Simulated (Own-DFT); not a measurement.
Simulation results for AlN (wurtzite, atoms displaced)

A calculation, not a measurement: plane-wave PBE density functional theory by an unreviewed code, no spin, of a simulated periodic cell, stress positive in tension, free energy of the whole cell less one offset for each atom, forces on such cells passed a denser k mesh, this cell's mesh not checked; offsets are fitted by least squares, one for each functional and potential file, so energies compare only between cells with the same atoms and settings and are not formation energies; the far tail of each file's local potential was reset to the Coulomb form; each entry is a single point on an unrelaxed cell, so the pressure reflects the starting lattice, mostly measured values (interpolated for alloys), from which strain is counted, and rises with the displacements; printed positions are rounded, which can move forces by about a meV/angstrom; the program, named Own-DFT, is a retired in-house code; no spin-orbit coupling. Program: Own-DFT development build.

Common to all runs: functional PBE; potential files PseudoDojo norm-conserving, scalar-relativistic, standard set; wave cutoff 42 hartree; occupations Fermi-Dirac; smearing width 0.1 eV; hardware one NVIDIA H100; k mesh 2 x 2 x 2 centred on Gamma.

(1) AlN (wurtzite, atoms displaced)

```cif
# cell vector a (Å): 12.4480 0.0000 0.0000
# cell vector b (Å): -6.2240 10.7803 0.0000
# cell vector c (Å): 0.0000 0.0000 9.9640
data_AlN
_symmetry_space_group_name_H-M 'P 1'
_symmetry_Int_Tables_number 1
_cell_length_a 12.4480
_cell_length_b 12.4480
_cell_length_c 9.9640
_cell_angle_alpha 90.000
_cell_angle_beta 90.000
_cell_angle_gamma 120.000
_cell_volume 1337.10
loop_
_atom_site_label
_atom_site_type_symbol
_atom_site_fract_x
_atom_site_fract_y
_atom_site_fract_z
_atom_site_occupancy
Al1 Al 0.08197 0.16592 0.99973 1
Al2 Al 0.16532 0.08292 0.24936 1
N1 N 0.08344 0.16366 0.19466 1
N2 N 0.16599 0.08469 0.44156 1
Al3 Al 0.08591 0.16770 0.50155 1
Al4 Al 0.16680 0.08017 0.75199 1
N3 N 0.08229 0.16555 0.68893 1
N4 N 0.16386 0.08084 0.94012 1
Al5 Al 0.08527 0.41782 0.99924 1
Al6 Al 0.16743 0.33568 0.25047 1
N5 N 0.08185 0.41516 0.18993 1
N6 N 0.16842 0.33495 0.44067 1
Al7 Al 0.08121 0.41667 0.50236 1
Al8 Al 0.16677 0.33167 0.74856 1
N7 N 0.08491 0.41662 0.69198 1
N8 N 0.16648 0.32987 0.93963 1
Al9 Al 0.07973 0.66675 0.00040 1
Al10 Al 0.16498 0.58220 0.24910 1
N9 N 0.08488 0.66594 0.18963 1
N10 N 0.16615 0.58394 0.44059 1
Al11 Al 0.08358 0.66670 0.50065 1
Al12 Al 0.16708 0.58174 0.75113 1
N11 N 0.08073 0.66388 0.69165 1
N12 N 0.16995 0.58281 0.93767 1
Al13 Al 0.08447 0.91701 0.99859 1
Al14 Al 0.16505 0.83209 0.25086 1
N13 N 0.08076 0.91455 0.18917 1
N14 N 0.16358 0.83203 0.44498 1
Al15 Al 0.08266 0.91872 0.49825 1
Al16 Al 0.16856 0.83487 0.75044 1
N15 N 0.08284 0.91393 0.69128 1
N16 N 0.16690 0.83056 0.94120 1
Al17 Al 0.33236 0.16321 0.00059 1
Al18 Al 0.41212 0.08265 0.24974 1
N17 N 0.33717 0.16861 0.19133 1
N18 N 0.41652 0.08289 0.44010 1
Al19 Al 0.33249 0.16512 0.49826 1
Al20 Al 0.41513 0.08260 0.75232 1
N19 N 0.33073 0.16855 0.68983 1
N20 N 0.41792 0.08486 0.93879 1
Al21 Al 0.33193 0.41529 0.99959 1
Al22 Al 0.41713 0.33400 0.25024 1
N21 N 0.33462 0.41856 0.19309 1
N22 N 0.42018 0.33592 0.43926 1
Al23 Al 0.33412 0.41713 0.49929 1
Al24 Al 0.41319 0.33011 0.75136 1
N23 N 0.33480 0.42100 0.69368 1
N24 N 0.41704 0.33376 0.94120 1
Al25 Al 0.33878 0.67020 0.00364 1
Al26 Al 0.41674 0.58293 0.24870 1
N25 N 0.33394 0.66955 0.19038 1
N26 N 0.41375 0.58202 0.44108 1
Al27 Al 0.33186 0.66961 0.49882 1
Al28 Al 0.41737 0.58510 0.75277 1
N27 N 0.33309 0.66455 0.69598 1
N28 N 0.41872 0.58169 0.94239 1
Al29 Al 0.33384 0.91435 0.99873 1
Al30 Al 0.41546 0.83314 0.24805 1
N29 N 0.33130 0.91313 0.19128 1
N30 N 0.41736 0.83613 0.44180 1
Al31 Al 0.33400 0.91638 0.49922 1
Al32 Al 0.41769 0.83181 0.75205 1
N31 N 0.33488 0.91725 0.68645 1
N32 N 0.41453 0.83267 0.94229 1
Al33 Al 0.58434 0.16845 0.99934 1
Al34 Al 0.66833 0.08499 0.25224 1
N33 N 0.58149 0.16511 0.18550 1
N34 N 0.66535 0.08241 0.44084 1
Al35 Al 0.58412 0.16807 0.49987 1
Al36 Al 0.66580 0.08376 0.75032 1
N35 N 0.58237 0.16218 0.69412 1
N36 N 0.66792 0.08478 0.94022 1
Al37 Al 0.58352 0.41849 0.99834 1
Al38 Al 0.66660 0.33322 0.24917 1
N37 N 0.58497 0.41604 0.19217 1
N38 N 0.66511 0.33236 0.44484 1
Al39 Al 0.58536 0.41914 0.49989 1
Al40 Al 0.66678 0.33276 0.75167 1
N39 N 0.58153 0.41591 0.69183 1
N40 N 0.66899 0.33307 0.94039 1
Al41 Al 0.58291 0.66711 0.00140 1
Al42 Al 0.66873 0.58688 0.25400 1
N41 N 0.58317 0.66443 0.19087 1
N42 N 0.66866 0.58472 0.44102 1
Al43 Al 0.58495 0.66750 0.49938 1
Al44 Al 0.66486 0.58531 0.74842 1
N43 N 0.58348 0.66925 0.69439 1
N44 N 0.66453 0.58069 0.93967 1
Al45 Al 0.58391 0.91592 0.00029 1
Al46 Al 0.66713 0.83299 0.24787 1
N45 N 0.58430 0.91599 0.19012 1
N46 N 0.66408 0.83148 0.43877 1
Al47 Al 0.58298 0.91663 0.50005 1
Al48 Al 0.66675 0.82989 0.74899 1
N47 N 0.58451 0.91293 0.68828 1
N48 N 0.67007 0.83436 0.94214 1
Al49 Al 0.83274 0.16386 0.99953 1
Al50 Al 0.91481 0.08265 0.24841 1
N49 N 0.83538 0.16708 0.19364 1
N50 N 0.91647 0.08338 0.44184 1
Al51 Al 0.83071 0.16434 0.50161 1
Al52 Al 0.91695 0.08313 0.75050 1
N51 N 0.83730 0.16840 0.69294 1
N52 N 0.91519 0.08238 0.94205 1
Al53 Al 0.83497 0.41904 0.00289 1
Al54 Al 0.91634 0.33361 0.25128 1
N53 N 0.82854 0.41309 0.18913 1
N54 N 0.91224 0.33035 0.44203 1
Al55 Al 0.83476 0.41773 0.49925 1
Al56 Al 0.92018 0.33521 0.75138 1
N55 N 0.83334 0.41659 0.69187 1
N56 N 0.91607 0.33187 0.94014 1
Al57 Al 0.83393 0.66714 0.00005 1
Al58 Al 0.91791 0.58396 0.24935 1
N57 N 0.83528 0.66767 0.18885 1
N58 N 0.91657 0.58615 0.44058 1
Al59 Al 0.83429 0.66963 0.50239 1
Al60 Al 0.91700 0.58518 0.74873 1
N59 N 0.83349 0.66732 0.69113 1
N60 N 0.91678 0.58468 0.94730 1
Al61 Al 0.83509 0.91518 0.00096 1
Al62 Al 0.91569 0.83244 0.25015 1
N61 N 0.82976 0.91277 0.19266 1
N62 N 0.91856 0.83643 0.44148 1
Al63 Al 0.83408 0.91814 0.49613 1
Al64 Al 0.92097 0.83696 0.74958 1
N63 N 0.83335 0.91622 0.69088 1
N64 N 0.91531 0.82891 0.93941 1
```

It finds free energy of cell above offsets -62.461 eV; pressure 3.73 GPa; stress xx -3.78 GPa; stress yy -3.71 GPa; stress zz -3.69 GPa; stress yz 0.3 GPa; stress xz -0.05 GPa; stress xy 0.27 GPa; wall time 383.9 s.

Force:
```csv
element,x (eV/Å),y (eV/Å),z (eV/Å)
Al,0.074,-0.127,0.405
Al,0.592,-0.147,0.169
N,-0.604,0.739,-0.796
N,0.509,-0.256,-0.364
Al,-0.826,0.104,-0.455
Al,-0.647,0.418,-0.603
N,0.513,-0.146,0.638
N,0.389,0.3,0.298
Al,-0.197,-0.352,-0.292
Al,0.196,-0.603,0.086
N,0.061,0.32,0.143
N,-0.461,-0.184,0.212
Al,0.378,-0.2,-0.302
Al,0.127,0.235,0.053
N,-0.089,-0.08,-0.22
N,-0.308,0.362,0.234
Al,1.448,-0.316,-0.194
Al,0.441,0.117,0.005
N,-0.483,0.006,0.257
N,-0.143,-0.211,-0.059
Al,-0.373,-0.096,0.209
Al,-0.196,0.272,-0.119
N,0.576,0.575,0.022
N,-0.496,0.342,1.104
Al,-0.17,-0.752,0.131
Al,0.035,-0.046,0.141
N,0.399,0.4,0.225
N,0.399,0.453,-0.726
Al,0.389,-0.19,0.439
Al,0.254,-0.77,-0.334
N,0.282,0.721,-0.206
N,-0.24,0.728,-0.18
Al,-0.189,0.83,-0.099
Al,1.417,-0.254,-0.036
N,-1.277,-0.449,-0.213
N,-0.107,0.06,0.02
Al,0.107,0.674,0.111
Al,0.116,0.175,-0.846
N,0.661,-0.873,0.034
N,-0.183,-0.75,0.504
Al,0.324,0.037,0.154
Al,0.359,0.352,-0.11
N,-0.247,-0.528,-0.581
N,-0.454,-0.529,0.354
Al,0.068,0.11,0.408
Al,0.112,1.119,-0.131
N,0.204,-0.866,-0.429
N,-0.162,-0.69,0.229
Al,-0.611,-1.08,-0.775
Al,-0.143,0.376,0.468
N,0.195,-0.761,0.396
N,0.354,0.715,-0.074
Al,0.753,-0.46,0.549
Al,0.142,-0.284,-0.097
N,-0.327,0.644,-0.967
N,-0.626,0.459,0.255
Al,-0.555,0.558,0.405
Al,0.525,0.409,0.551
N,-0.448,0.679,-0.193
N,0.07,-0.498,-0.486
Al,-0.465,0.189,-0.152
Al,-0.152,0.182,-0.533
N,-0.084,-0.186,1.07
N,0.994,0.335,-0.268
Al,0.245,-0.148,-0.278
Al,-0.395,-0.321,-0.671
N,0.054,-0.027,1.234
N,-0.007,0.151,0.188
Al,-0.182,-0.478,0.424
Al,1.013,-0.509,0.013
N,-0.705,0.814,-0.629
N,-0.157,-0.621,0.147
Al,0.431,-0.611,0.385
Al,-0.449,-0.586,0.325
N,-0.477,0.603,-0.151
N,0.421,0.395,-0.712
Al,-0.091,-0.432,0.337
Al,-0.055,0.016,-0.31
N,0.094,0.082,-0.101
N,-0.505,0.406,0.176
Al,0.708,-0.213,-0.215
Al,0.365,-0.848,-0.921
N,-0.2,0.433,0.135
N,-0.11,0.254,0.422
Al,-0.789,-0.267,0.229
Al,0.584,-0.578,0.399
N,0.079,-0.838,-0.957
N,0.172,0.967,0.057
Al,0.075,0.467,-0.161
Al,-0.596,-0.446,0.308
N,-0.338,0.199,0.154
N,0.422,0.409,0.08
Al,0.129,-0.197,-0.127
Al,0.071,1.184,0.455
N,-0.471,0.566,0.689
N,-0.552,-0.327,-0.158
Al,-0.371,0.691,0.217
Al,0.526,-0.205,0.602
N,-0.464,-0.019,-0.527
N,0.068,0.257,-0.316
Al,0.386,0.14,0.155
Al,-0.084,-0.203,-0.146
N,-0.747,-0.268,-0.225
N,0.599,-0.264,0.015
Al,0.042,-0.737,-0.757
Al,-0.158,-0.195,-0.174
N,0.986,0.808,0.802
N,0.595,0.531,-0.146
Al,-0.567,0.019,0.419
Al,-0.6,-0.238,-0.067
N,0.183,0.189,-0.139
N,0.223,0.369,0.534
Al,-0.629,-0.577,-0.076
Al,-0.28,-0.287,-0.043
N,-0.284,-0.115,0.554
N,0.258,-0.396,-0.101
Al,0.236,-0.061,-0.182
Al,-0.17,-0.594,0.578
N,-0.205,0.244,0.115
N,-0.065,-0.298,-1.126
Al,-0.142,-0.024,-0.103
Al,0.067,0.012,0.046
N,0.665,0.744,-0.357
N,-0.217,-0.457,-0.276
Al,-0.389,-0.195,0.629
Al,-0.835,-0.866,0.002
N,0.218,0.074,-0.241
N,0.174,1.107,0.129
```

(2) AlN (wurtzite, atoms displaced)

```cif
# cell vector a (Å): 12.4480 0.0000 0.0000
# cell vector b (Å): -6.2240 10.7803 0.0000
# cell vector c (Å): 0.0000 0.0000 9.9640
data_AlN
_symmetry_space_group_name_H-M 'P 1'
_symmetry_Int_Tables_number 1
_cell_length_a 12.4480
_cell_length_b 12.4480
_cell_length_c 9.9640
_cell_angle_alpha 90.000
_cell_angle_beta 90.000
_cell_angle_gamma 120.000
_cell_volume 1337.10
loop_
_atom_site_label
_atom_site_type_symbol
_atom_site_fract_x
_atom_site_fract_y
_atom_site_fract_z
_atom_site_occupancy
Al1 Al 0.07918 0.16359 0.00029 1
Al2 Al 0.16623 0.08038 0.25150 1
N1 N 0.08013 0.16380 0.19133 1
N2 N 0.16551 0.08278 0.43826 1
Al3 Al 0.08405 0.16342 0.50101 1
Al4 Al 0.16752 0.08339 0.75298 1
N3 N 0.08430 0.16438 0.69145 1
N4 N 0.16819 0.08645 0.94335 1
Al5 Al 0.08231 0.41514 0.00276 1
Al6 Al 0.16661 0.33437 0.25051 1
N5 N 0.08562 0.41543 0.18946 1
N6 N 0.16605 0.33105 0.43682 1
Al7 Al 0.08547 0.41532 0.49900 1
Al8 Al 0.16440 0.33273 0.74920 1
N7 N 0.08342 0.41596 0.69070 1
N8 N 0.16508 0.33268 0.94346 1
Al9 Al 0.08197 0.66819 0.99870 1
Al10 Al 0.16697 0.58014 0.25022 1
N9 N 0.08441 0.66826 0.19314 1
N10 N 0.16877 0.58495 0.44117 1
Al11 Al 0.08215 0.66542 0.50272 1
Al12 Al 0.16492 0.57992 0.75253 1
N11 N 0.08539 0.66926 0.69219 1
N12 N 0.17048 0.58402 0.94066 1
Al13 Al 0.08264 0.91683 0.99924 1
Al14 Al 0.16601 0.83000 0.25076 1
N13 N 0.08361 0.91549 0.18888 1
N14 N 0.16961 0.83733 0.44046 1
Al15 Al 0.08333 0.91508 0.50209 1
Al16 Al 0.16405 0.83498 0.75360 1
N15 N 0.08609 0.91826 0.69329 1
N16 N 0.16544 0.83318 0.94297 1
Al17 Al 0.33553 0.16811 0.00124 1
Al18 Al 0.42028 0.08563 0.24557 1
N17 N 0.33525 0.16732 0.18922 1
N18 N 0.41815 0.08194 0.44132 1
Al19 Al 0.33397 0.16599 0.50056 1
Al20 Al 0.41534 0.08277 0.74982 1
N19 N 0.33222 0.16688 0.69270 1
N20 N 0.41476 0.08638 0.94212 1
Al21 Al 0.33087 0.41490 0.00042 1
Al22 Al 0.41763 0.33802 0.25097 1
N21 N 0.33228 0.41652 0.18947 1
N22 N 0.41430 0.33169 0.43869 1
Al23 Al 0.33715 0.41871 0.50046 1
Al24 Al 0.41608 0.33143 0.74943 1
N23 N 0.33063 0.41665 0.68921 1
N24 N 0.42176 0.33630 0.94301 1
Al25 Al 0.33187 0.66576 0.00016 1
Al26 Al 0.41691 0.58581 0.25205 1
N25 N 0.33295 0.66453 0.19025 1
N26 N 0.41607 0.58565 0.44391 1
Al27 Al 0.33674 0.66764 0.50351 1
Al28 Al 0.41541 0.58320 0.75003 1
N27 N 0.33300 0.66826 0.69190 1
N28 N 0.41771 0.58592 0.94215 1
Al29 Al 0.33360 0.91794 0.99875 1
Al30 Al 0.41975 0.83630 0.25244 1
N29 N 0.33256 0.92096 0.19055 1
N30 N 0.41882 0.83413 0.44386 1
Al31 Al 0.33207 0.91847 0.49905 1
Al32 Al 0.41711 0.83277 0.75092 1
N31 N 0.33321 0.91670 0.69244 1
N32 N 0.41458 0.83031 0.94090 1
Al33 Al 0.58303 0.16692 0.99396 1
Al34 Al 0.66877 0.08397 0.24816 1
N33 N 0.58417 0.16518 0.19407 1
N34 N 0.66556 0.08059 0.44283 1
Al35 Al 0.58128 0.16637 0.50088 1
Al36 Al 0.66779 0.08244 0.75196 1
N35 N 0.58369 0.16594 0.69366 1
N36 N 0.66372 0.08001 0.94020 1
Al37 Al 0.58250 0.41490 0.00115 1
Al38 Al 0.66913 0.33578 0.24724 1
N37 N 0.58180 0.41593 0.19262 1
N38 N 0.66846 0.33115 0.44169 1
Al39 Al 0.58255 0.41504 0.49962 1
Al40 Al 0.66643 0.33271 0.75226 1
N39 N 0.58306 0.41706 0.68867 1
N40 N 0.66619 0.33251 0.94014 1
Al41 Al 0.58649 0.66892 0.99947 1
Al42 Al 0.66909 0.58505 0.25072 1
N41 N 0.58444 0.66833 0.19557 1
N42 N 0.66328 0.58236 0.44348 1
Al43 Al 0.58421 0.66773 0.50023 1
Al44 Al 0.66720 0.58381 0.75001 1
N43 N 0.58325 0.66561 0.69322 1
N44 N 0.66571 0.58095 0.93864 1
Al45 Al 0.57968 0.91281 0.99536 1
Al46 Al 0.66305 0.83244 0.25119 1
N45 N 0.58255 0.91545 0.19149 1
N46 N 0.66225 0.83053 0.44221 1
Al47 Al 0.58526 0.91766 0.50166 1
Al48 Al 0.66654 0.83368 0.74857 1
N47 N 0.58311 0.91640 0.69094 1
N48 N 0.66976 0.83380 0.94201 1
Al49 Al 0.83308 0.16602 0.99989 1
Al50 Al 0.91617 0.08286 0.24706 1
N49 N 0.83197 0.16676 0.19021 1
N50 N 0.91651 0.07814 0.44140 1
Al51 Al 0.83370 0.16668 0.49974 1
Al52 Al 0.91831 0.08542 0.75336 1
N51 N 0.83466 0.16674 0.69597 1
N52 N 0.91688 0.08674 0.94324 1
Al53 Al 0.83253 0.41598 0.99983 1
Al54 Al 0.91939 0.33277 0.24962 1
N53 N 0.83695 0.41938 0.18875 1
N54 N 0.91425 0.33191 0.44017 1
Al55 Al 0.83168 0.41375 0.50054 1
Al56 Al 0.91686 0.33474 0.74840 1
N55 N 0.83479 0.42041 0.69226 1
N56 N 0.91492 0.32992 0.94256 1
Al57 Al 0.83346 0.66338 0.00072 1
Al58 Al 0.91649 0.58221 0.25244 1
N57 N 0.83361 0.66606 0.18623 1
N58 N 0.91468 0.57947 0.44372 1
Al59 Al 0.83057 0.66611 0.49591 1
Al60 Al 0.91712 0.58198 0.75080 1
N59 N 0.83346 0.66909 0.69065 1
N60 N 0.91617 0.58017 0.94008 1
Al61 Al 0.83304 0.91577 0.00043 1
Al62 Al 0.91480 0.83328 0.25292 1
N61 N 0.83635 0.91813 0.18843 1
N62 N 0.91485 0.83115 0.44065 1
Al63 Al 0.83120 0.91641 0.49820 1
Al64 Al 0.91812 0.83308 0.75096 1
N63 N 0.83230 0.91598 0.69002 1
N64 N 0.91608 0.83151 0.94134 1
```

It finds free energy of cell above offsets -62.384 eV; pressure 3.74 GPa; stress xx -3.62 GPa; stress yy -3.98 GPa; stress zz -3.63 GPa; stress yz -0.04 GPa; stress xz -0.01 GPa; stress xy -0.06 GPa; wall time 356.7 s.

Force:
```csv
element,x (eV/Å),y (eV/Å),z (eV/Å)
Al,0.7,0.741,0.48
Al,0.001,0.424,-0.811
N,0.513,0.563,-0.039
N,0.66,-0.356,0.819
Al,-0.456,0.323,-0.315
Al,-0.097,0.135,0.101
N,-0.383,0.369,0.059
N,-0.018,-0.511,-0.298
Al,-0.009,0.261,-0.678
Al,0.632,-0.937,-0.44
N,-0.739,0.131,0.45
N,0.211,0.189,0.986
Al,-0.41,0.272,-0.091
Al,0.506,-0.253,0.434
N,-0.299,-0.079,-0.223
N,0.075,-0.228,-0.59
Al,0.718,-0.488,0.443
Al,-0.258,0.797,0.089
N,0.121,-1.021,-0.42
N,-0.091,-0.463,0.16
Al,0.336,0.425,-0.344
Al,0.122,0.92,-0.405
N,-0.163,-0.522,0.248
N,-1.353,-0.556,0.309
Al,-0.024,0.234,0.426
Al,-0.214,1.125,-0.149
N,-0.284,-0.304,0.502
N,-0.496,-1.123,0.214
Al,-0.244,0.342,-0.326
Al,1.232,-0.311,-0.273
N,-0.675,-0.024,-0.29
N,0.103,0.208,-0.257
Al,-0.77,0.384,0.191
Al,-0.674,-0.092,0.736
N,-0.357,0.37,0.623
N,-0.651,0.581,-0.229
Al,-0.232,-0.238,-0.333
Al,0.169,0.004,0.108
N,0.283,-0.141,-0.429
N,0.906,-0.663,-0.515
Al,0.456,0.576,-0.209
Al,-0.051,-1.151,-0.464
N,0.016,0.474,0.455
N,0.476,0.286,0.565
Al,-0.827,-0.366,-0.232
Al,-0.206,0.767,0.331
N,0.483,-0.186,0.411
N,-1.113,-0.618,-0.604
Al,0.557,0.039,0.262
Al,0.21,-0.488,-0.22
N,-0.298,0.765,0.255
N,0.758,-0.515,-0.39
Al,-0.993,0.34,-0.207
Al,0.149,0.113,0.274
N,0.121,-0.525,0.166
N,0.265,-0.501,-0.122
Al,-0.062,-0.095,0.31
Al,-0.855,-0.505,-0.135
N,0.864,-0.922,-0.062
N,-0.421,0.054,-0.231
Al,0.934,-0.43,0.466
Al,-0.442,0.133,-0.279
N,-0.25,-0.004,0.047
N,-0.276,0.554,-0.029
Al,0.045,-0.394,1.037
Al,-0.446,-0.422,0.568
N,0.256,0.82,-1.123
N,0.142,0.746,-0.274
Al,0.787,-0.321,0.037
Al,-0.216,-0.004,-0.398
N,-0.092,0.126,-0.125
N,0.211,0.269,0.267
Al,0.227,0.615,0.079
Al,0.068,-0.619,0.452
N,0.554,0.548,-0.097
N,-0.777,0.337,-0.351
Al,0.132,-0.11,-0.133
Al,-0.139,0.283,-0.648
N,0.149,-0.333,0.305
N,0.09,0.224,0.348
Al,-0.269,-0.673,0.257
Al,-0.418,-0.307,-0.07
N,0.126,-0.426,-0.686
N,0.544,-0.105,-0.65
Al,-0.407,-0.357,0.508
Al,0.044,-0.093,-0.169
N,-0.304,0.19,-0.377
N,0.251,0.237,0.642
Al,0.457,0.259,0.823
Al,0.804,0.475,-0.112
N,0.084,0.395,-0.583
N,0.682,0.581,-0.24
Al,-0.52,-0.229,-0.011
Al,0.278,-0.234,0.251
N,0.119,0.036,0.374
N,-0.659,0.047,-0.401
Al,-0.614,-0.156,0.065
Al,0.022,-0.044,0.569
N,0.52,0.085,0.044
N,-0.597,1.14,-0.314
Al,0.178,-0.611,0.268
Al,0.097,-0.661,-0.442
N,-0.212,0.247,-0.836
N,0.134,-1.11,-0.351
Al,0.391,-0.245,-0.092
Al,-0.556,0.087,-0.101
N,-0.12,-0.541,0.317
N,0.794,0.166,0.13
Al,0.056,0.293,0.251
Al,-0.021,-0.225,0.518
N,0.075,-1.084,-0.191
N,-0.103,0.791,-0.333
Al,-0.4,0.295,-0.749
Al,0.186,0.435,-0.195
N,0.052,-0.024,1.294
N,-0.208,0.587,-0.367
Al,0.436,-0.313,1.04
Al,-0.419,0.97,-0.339
N,0.499,-0.536,-0.214
N,-0.038,0.367,0.064
Al,0.345,0.298,-0.159
Al,0.721,0.137,-0.915
N,-0.918,-0.578,0.603
N,0.078,0.275,0.172
Al,0.171,-0.553,0.497
Al,-0.565,0.15,-0.138
N,0.311,0.39,0.238
N,0.021,0.122,-0.113
```
